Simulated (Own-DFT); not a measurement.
# Which arrangement is lower? Ga48P48, 96 atoms

These are calculations, not measurements. They come from Own-DFT, an in-house plane-wave density functional program, since retired, whose code no person has reviewed. Each row is one single-point run on a periodic cell that was not relaxed, without spin or spin-orbit coupling.

Settings of every run: PBE; PseudoDojo norm-conserving scalar-relativistic files; cutoff 42 hartree; 2 x 3 x 3 k mesh centred on Gamma; Fermi-Dirac smearing of 0.1 eV.

Known limits, some of them of some rows only: not probed for a lower state with spin; forces on such cells failed a check on a denser k mesh; forces on such cells passed a denser k mesh, each cell not checked; stress not checked against mesh or cutoff.

All cells hold the same atoms in the same cell, with vectors in Å (16.352, 0.000, 0.000); (0.000, 10.901, 0.000); (0.000, 0.000, 10.901). Every atom was moved at random from its ideal site; u is the rms move along one axis. The defect's site can differ from row to row. E is the free energy of the cell above the lowest run. The arrangements:

- A: zincblende GaP
- B: zincblende GaP, with one Ga on a P site and one P on a Ga site, 2.4 Å apart

```
arrangement   u (Å)  E (eV)  P (GPa)
          A  0.0201   0.034     2.73
          A  0.0201   0.002     2.72
          A  0.0204   0.000     2.72
          A  0.0492   3.257     3.16
          A  0.0498   3.503     3.25
          A  0.0520   4.120     3.35
          B  0.0292   3.981     2.94
          B  0.0296   3.853     2.94
          B  0.0317   4.172     2.99
          B  0.0467   5.947     3.25
          B  0.0503   6.790     3.42
          B  0.0509   6.438     3.30
```

Question: once the cost of the random moves is taken out, how do the arrangements rank?

## Worked answer

Fit E = a + b u², with one b for all and one a for each arrangement, and with residuals divided by u², since the noise grows with the moves. Then b = 1653 eV/Å², the scatter at u = 0.04 Å is 0.14 eV, and against A:

- B: 3.14 ± 0.06 eV (higher)

These are energies of unrelaxed cells. Relaxing the atoms lowers the strained arrangements most, so the gaps would shrink and small ones could change sign.
